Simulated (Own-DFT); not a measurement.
Simulation results for GaN (wurtzite, atoms displaced)

All values are calculated (Own-DFT development build). A calculation, not a measurement: plane-wave PBE density functional theory by an unreviewed code, no spin, of a simulated periodic cell, stress positive in tension, free energy of the whole cell less one offset for each atom, forces on such cells passed a denser k mesh, this cell's mesh not checked; offsets are fitted by least squares, one for each functional and potential file, so energies compare only between cells with the same atoms and settings and are not formation energies; the far tail of each file's local potential was reset to the Coulomb form; each entry is a single point on an unrelaxed cell, so the pressure reflects the starting lattice, mostly measured values (interpolated for alloys), from which strain is counted, and rises with the displacements; printed positions are rounded, which can move forces by about a meV/angstrom; the program, named Own-DFT, is a retired in-house code; no spin-orbit coupling.

Settings shared by all entries: functional PBE; potential files PseudoDojo norm-conserving, scalar-relativistic, standard set with the stringent files for Ga; wave cutoff 96 hartree; occupations Gaussian; smearing width 0.01 eV; k mesh 3 x 4 x 3 centred on Gamma.

(1) GaN (wurtzite, atoms displaced)

```
GaN
1.0
     12.7560     0.0000     0.0000
     -4.7835     8.2853     0.0000
      0.0000     0.0000    10.3700
Ga N Ga N Ga N Ga N Ga N Ga N Ga N Ga N Ga N Ga N Ga N Ga N Ga N Ga N Ga N Ga N Ga N Ga N Ga N Ga N Ga N Ga N Ga N Ga N
2 2 2 2 2 2 2 2 2 2 2 2 2 2 2 2 2 2 2 2 2 2 2 2 2 2 2 2 2 2 2 2 2 2 2 2 2 2 2 2 2 2 2 2 2 2 2 2
Direct
  0.08872 0.22272 0.00066
  0.16916 0.10157 0.24527
  0.07855 0.21485 0.18694
  0.16220 0.10714 0.44218
  0.08521 0.22766 0.49134
  0.16887 0.11167 0.75470
  0.08431 0.21240 0.68643
  0.17022 0.11957 0.93575
  0.08700 0.54919 0.00801
  0.16815 0.45018 0.24415
  0.07933 0.55359 0.19145
  0.16915 0.45720 0.43378
  0.08992 0.55920 0.49290
  0.16389 0.44848 0.74788
  0.08507 0.55409 0.69374
  0.16635 0.44801 0.94026
  0.07867 0.88048 0.00081
  0.16882 0.77599 0.24645
  0.08561 0.88336 0.18430
  0.15985 0.77642 0.43272
  0.07808 0.88481 0.50126
  0.16156 0.77835 0.75428
  0.08068 0.88812 0.68641
  0.17597 0.78962 0.94483
  0.33808 0.22686 0.99304
  0.41444 0.11497 0.24224
  0.33567 0.22250 0.18246
  0.41545 0.10427 0.43239
  0.32805 0.21975 0.49346
  0.41937 0.11167 0.75265
  0.32710 0.21554 0.68225
  0.42002 0.11374 0.93611
  0.33907 0.56198 0.99367
  0.41724 0.45341 0.25178
  0.33128 0.55495 0.18665
  0.41215 0.44573 0.44179
  0.33043 0.55667 0.50800
  0.41829 0.44347 0.75235
  0.32915 0.55455 0.68856
  0.41713 0.45882 0.94338
  0.33359 0.89209 0.99484
  0.41496 0.77644 0.24743
  0.33103 0.88554 0.18591
  0.42220 0.77290 0.43488
  0.32611 0.88037 0.49684
  0.41436 0.78155 0.75053
  0.32885 0.89007 0.69287
  0.41863 0.77695 0.94127
  0.58451 0.21395 0.99633
  0.66074 0.11426 0.24701
  0.58647 0.22184 0.19232
  0.66074 0.11476 0.43728
  0.59417 0.21780 0.49914
  0.67278 0.11665 0.75122
  0.58751 0.22335 0.68294
  0.66832 0.10503 0.94256
  0.57856 0.55241 0.98734
  0.66798 0.44662 0.24326
  0.58551 0.55703 0.19199
  0.67240 0.44981 0.43955
  0.58115 0.55992 0.49497
  0.65915 0.43170 0.75755
  0.58807 0.55053 0.68593
  0.66237 0.43692 0.94124
  0.59193 0.90228 0.00057
  0.66626 0.77259 0.24831
  0.58552 0.89327 0.18755
  0.66745 0.78362 0.43642
  0.58456 0.88522 0.50099
  0.67269 0.77901 0.75272
  0.58163 0.89532 0.68811
  0.65912 0.76698 0.93608
  0.82577 0.21146 0.99793
  0.91137 0.10924 0.25041
  0.82097 0.21163 0.18967
  0.91297 0.11374 0.43189
  0.83036 0.21749 0.51140
  0.91445 0.10760 0.74236
  0.83695 0.23492 0.69006
  0.91430 0.10898 0.93641
  0.83410 0.55081 0.00088
  0.91913 0.44132 0.25447
  0.82616 0.54715 0.18544
  0.91713 0.44800 0.43015
  0.83398 0.54739 0.50607
  0.92021 0.45353 0.74677
  0.82825 0.55357 0.69345
  0.90951 0.45275 0.93231
  0.83831 0.89082 0.00899
  0.92256 0.77914 0.24804
  0.83223 0.88997 0.18549
  0.91757 0.78055 0.43620
  0.83161 0.87719 0.49548
  0.91584 0.77537 0.74259
  0.83387 0.88538 0.68764
  0.91480 0.77384 0.94169
```

It finds free energy of cell above offsets -5.096 eV; pressure 6.98 GPa; stress xx -8.53 GPa; stress yy -5.61 GPa; stress zz -6.79 GPa; stress yz -0.31 GPa; stress xz 0.92 GPa; stress xy 0.91 GPa.

Force:
```tsv
element	x (eV/Å)	y (eV/Å)	z (eV/Å)
Ga	-1.434	0.165	-0.168
Ga	-0.946	1.066	0.6
N	0.571	0.614	0.485
N	0.093	0.045	-1.543
Ga	-0.504	-0.391	0.662
Ga	-0.34	-0.401	-1.157
N	-1.328	1.441	-0.436
N	0.719	-1.202	0.822
Ga	-2.027	0.955	-1.203
Ga	0.315	-1.318	0.369
N	0.566	0.087	-0.389
N	1.192	-1.535	-0.164
Ga	-2.176	-0.054	1.143
Ga	1.182	-1.733	0.762
N	-1.084	1.11	-1.611
N	0.984	-0.549	-0.488
Ga	0.311	0.924	-0.721
Ga	-0.188	0.104	0.122
N	-0.387	0.161	0.429
N	0.661	0.192	0.447
Ga	0.405	0.599	-0.156
Ga	0.61	0.037	0.094
N	0.333	-0.167	0.564
N	-1.831	-2.029	-1.005
Ga	-0.552	0.174	0.666
Ga	1.372	-0.723	1.155
N	-0.93	0.814	-0.014
N	-0.344	0.528	0.513
Ga	1.406	-0.226	0.358
Ga	-0.418	0.172	-1.765
N	1.244	0.923	1.06
N	0	0.165	0.273
Ga	-2.189	0.213	1.455
Ga	0.468	-0.807	-0.093
N	0.142	0.243	-0.56
N	0.231	-0.163	-0.473
Ga	0.545	0.164	-1.322
Ga	-0.342	0.011	-1.108
N	0.677	0.286	1.072
N	1.248	-2.845	-1.698
Ga	1.542	0.004	1.015
Ga	0.562	0.466	-0.044
N	0.342	0.53	-0.264
N	-1.475	0.155	0.553
Ga	0.875	1.072	0.098
Ga	0.392	-0.206	0.173
N	0.19	-0.322	-0.771
N	-0.219	1.595	-0.666
Ga	-0.483	0.897	1.341
Ga	1.28	-1.288	1.426
N	-2.246	0.523	-1.82
N	4.41	-2.401	-0.842
Ga	-4.991	2.382	0.393
Ga	-0.733	-0.582	-0.165
N	-0.3	-0.844	1.303
N	-1.211	1.604	-2.122
Ga	1.355	0.158	2.168
Ga	-0.402	-0.593	1.546
N	-0.904	-0.599	-1.133
N	-0.831	-0.51	-0.46
Ga	1.079	-0.997	0.453
Ga	0.578	1.079	-1.03
N	-1.4	0.58	0.42
N	-0.043	0.054	0.081
Ga	-0.25	-3.902	0.653
Ga	-0.515	1.103	-0.185
N	-0.122	-0.757	0.136
N	0.554	-0.672	-0.039
Ga	-0.866	1.123	-0.099
Ga	-1.221	-0.58	-0.533
N	1.077	-0.508	0.331
N	0.823	2.06	0.447
Ga	1.756	2.165	0.869
Ga	-0.101	0.222	-0.72
N	1.619	1.434	-0.722
N	0.479	-0.393	1.734
Ga	-0.175	0.452	-2.812
Ga	0.739	0.546	0.916
N	0.536	-1.211	0.55
N	0.411	0.175	-0.256
Ga	-1.889	0.901	0.466
Ga	-1.791	-0.87	-1.784
N	1.892	1.405	0.297
N	0.804	-0.625	2.818
Ga	-0.824	0.782	-0.767
Ga	-0.287	0.111	0.82
N	0.438	-0.117	-0.59
N	3.324	-1.917	0.369
Ga	-0.696	-0.514	-2.266
Ga	-1.103	-0.915	-0.095
N	0.666	-0.487	1.718
N	0.456	-1.142	-0.158
Ga	-0.77	1.556	0.328
Ga	-0.075	-0.013	1.554
N	-0.417	0.421	-0.793
N	-0.093	0.357	-0.82
```

(2) GaN (wurtzite, atoms displaced)

```
GaN
1.0
     12.7560     0.0000     0.0000
     -4.7835     8.2853     0.0000
      0.0000     0.0000    10.3700
Ga N Ga N Ga N Ga N Ga N Ga N Ga N Ga N Ga N Ga N Ga N Ga N Ga N Ga N Ga N Ga N Ga N Ga N Ga N Ga N Ga N Ga N Ga N Ga N
2 2 2 2 2 2 2 2 2 2 2 2 2 2 2 2 2 2 2 2 2 2 2 2 2 2 2 2 2 2 2 2 2 2 2 2 2 2 2 2 2 2 2 2 2 2 2 2
Direct
  0.07978 0.22119 0.00251
  0.15932 0.11156 0.24733
  0.08563 0.21611 0.19177
  0.17383 0.12059 0.43922
  0.08259 0.21329 0.50530
  0.16896 0.10586 0.75407
  0.08943 0.23722 0.68777
  0.15838 0.11236 0.94738
  0.09443 0.56878 0.00387
  0.16200 0.45028 0.25344
  0.08781 0.55524 0.18899
  0.16287 0.43297 0.43126
  0.08122 0.56629 0.49906
  0.15806 0.44155 0.75277
  0.08388 0.55203 0.69684
  0.16912 0.44551 0.94473
  0.08711 0.88919 0.99728
  0.16258 0.77728 0.26209
  0.08219 0.88464 0.19412
  0.17578 0.78130 0.43711
  0.07826 0.88787 0.50140
  0.17547 0.78462 0.74565
  0.08540 0.89285 0.68971
  0.16960 0.78334 0.93832
  0.34238 0.22756 0.99509
  0.41978 0.11441 0.24986
  0.33613 0.22250 0.18606
  0.41919 0.11534 0.45238
  0.33728 0.22958 0.50765
  0.41176 0.10321 0.74969
  0.32583 0.21277 0.68818
  0.42704 0.11374 0.93619
  0.33907 0.55584 0.99982
  0.42258 0.45984 0.25074
  0.33543 0.55753 0.19392
  0.41202 0.44558 0.44042
  0.32578 0.55532 0.50015
  0.41773 0.44836 0.75067
  0.33507 0.55390 0.68464
  0.41065 0.44201 0.93701
  0.34025 0.89613 0.99623
  0.42893 0.78281 0.24614
  0.33649 0.89193 0.18928
  0.41274 0.77642 0.43348
  0.33321 0.88896 0.49736
  0.41411 0.78093 0.74892
  0.33297 0.88173 0.68794
  0.41582 0.76928 0.92112
  0.58105 0.21909 0.99791
  0.65837 0.10811 0.25032
  0.57958 0.21337 0.18479
  0.66431 0.10696 0.43946
  0.57653 0.21287 0.49592
  0.66803 0.11470 0.74953
  0.58984 0.22609 0.69199
  0.65881 0.11104 0.93329
  0.58488 0.55092 0.00756
  0.67050 0.43799 0.24594
  0.58692 0.55122 0.18384
  0.66505 0.43954 0.43865
  0.58929 0.56142 0.50547
  0.66310 0.44423 0.74700
  0.58188 0.54568 0.68974
  0.66358 0.43704 0.93641
  0.58752 0.89193 0.99966
  0.67500 0.77843 0.25176
  0.58341 0.88655 0.19020
  0.66458 0.78441 0.44458
  0.57791 0.88050 0.50850
  0.66431 0.76735 0.74726
  0.57296 0.87695 0.68504
  0.66837 0.77511 0.93712
  0.83116 0.21813 0.00221
  0.92291 0.11621 0.24799
  0.83474 0.21503 0.18714
  0.92573 0.11555 0.43591
  0.83588 0.21705 0.49804
  0.91669 0.10367 0.74707
  0.82681 0.22138 0.67518
  0.91236 0.10580 0.93561
  0.82299 0.54740 0.00569
  0.92155 0.44572 0.24990
  0.82630 0.54774 0.18835
  0.91240 0.44275 0.43266
  0.83795 0.57043 0.50421
  0.91766 0.44281 0.75347
  0.82869 0.56335 0.69221
  0.92572 0.45559 0.94109
  0.83051 0.88461 0.99573
  0.92177 0.78249 0.24665
  0.83611 0.89378 0.19497
  0.91327 0.77736 0.43924
  0.83121 0.88510 0.50081
  0.91961 0.78916 0.75349
  0.83447 0.88941 0.68164
  0.91346 0.77679 0.94147
```

Results for GaN (wurtzite, atoms displaced): free energy of cell above offsets -4.387 eV; pressure 7.11 GPa; stress xx -7.95 GPa; stress yy -5.53 GPa; stress zz -7.84 GPa; stress yz 0.69 GPa; stress xz -0.09 GPa; stress xy 0.31 GPa.

Force:
```tsv
element	x (eV/Å)	y (eV/Å)	z (eV/Å)
Ga	-0.468	0.699	0.203
Ga	3.51	-0.324	1.086
N	-2.201	2.057	-1.359
N	-0.152	-1.811	-0.099
Ga	0.288	1.481	-0.631
Ga	-1.68	1.297	0.632
N	0.018	-3.178	0.527
N	2.326	-0.486	-1.385
Ga	-0.356	-1.057	-0.522
Ga	2.64	-1.232	-0.43
N	-1.765	1.22	-0.076
N	-1.076	1.095	1.877
Ga	1.041	-2.312	0.451
Ga	2.484	1.041	0.959
N	-1.445	1.722	-1.779
N	-0.307	-0.01	-0.369
Ga	-1.052	-0.034	0.862
Ga	1.475	0.394	-2.79
N	0.461	0.384	-0.861
N	-2.368	-0.19	1.691
Ga	0.974	1.31	-0.399
Ga	-1.628	-1.458	1
N	0.08	-0.906	-0.248
N	0.722	0.565	-0.562
Ga	-1.154	-1.081	1.183
Ga	-1.319	-0.474	0.666
N	-0.43	0.425	0.138
N	-1.596	-1.118	-1.936
Ga	-0.278	-0.119	-1.418
Ga	1.095	1.211	-0.643
N	1.321	1.061	1.328
N	-2.563	-0.678	-0.727
Ga	-1.52	0.288	0.648
Ga	0.367	-2.145	0.623
N	-0.659	0.419	-1.288
N	1.239	0.8	0.049
Ga	0.514	-0.268	-0.458
Ga	-0.662	-0.748	-0.374
N	-1.126	0.075	0.658
N	2.079	0.286	-0.242
Ga	0.099	-1.163	0.911
Ga	-3.013	-1.075	0.886
N	-0.094	-0.503	-0.178
N	0.487	0.206	0.53
Ga	1.325	0.696	0.276
Ga	1.022	-1.796	-1.632
N	-0.545	1.379	-0.919
N	0.021	1.025	4.149
Ga	0.938	0.885	0.448
Ga	1.995	-0.122	0.678
N	0.179	1.122	-0.036
N	0.218	-0.255	-0.357
Ga	2.274	1.715	1.543
Ga	-0.027	-0.981	-0.752
N	-1.676	-0.919	-0.855
N	2.063	-0.322	0.795
Ga	-0.586	0.138	-2.228
Ga	-1.67	-0.581	1.618
N	-0.126	0.736	1.9
N	0.051	0.762	-0.201
Ga	-0.871	-1.223	-1.412
Ga	1.461	-0.772	0.717
N	-1.084	1.056	-0.126
N	-0.522	0.507	0.216
Ga	-0.542	-0.694	-0.574
Ga	-1.148	-0.269	0.334
N	2.084	0.633	-1.238
N	1.297	-1.014	-0.93
Ga	-0.985	0.945	-1.8
Ga	-0.687	0.923	0.252
N	1.713	1.18	1.661
N	-0.708	-0.407	-0.094
Ga	-0.149	0.819	-0.704
Ga	-0.383	-0.43	0.648
N	-1.119	0.749	0.35
N	-1.169	-1.282	0.285
Ga	-0.745	0.35	-1.463
Ga	-0.633	1.686	-0.155
N	1.435	0.125	2.631
N	-0.019	0.343	-0.046
Ga	1.57	0.695	-1.348
Ga	-0.798	-0.669	-0.74
N	1.979	1.388	0.143
N	0.361	0.893	1.176
Ga	-0.301	-3.055	0.028
Ga	-1.09	0.197	-0.226
N	1.508	0.132	-0.148
N	-0.82	-1.135	0.327
Ga	0.322	0.558	1.158
Ga	-1.24	-1.122	0.297
N	0.572	-0.449	-1.206
N	0.707	0.933	-0.85
Ga	-0.39	1.295	-1.121
Ga	0.375	-1.494	0.224
N	-0.494	-0.325	1.134
N	0.753	-0.216	0.043
```
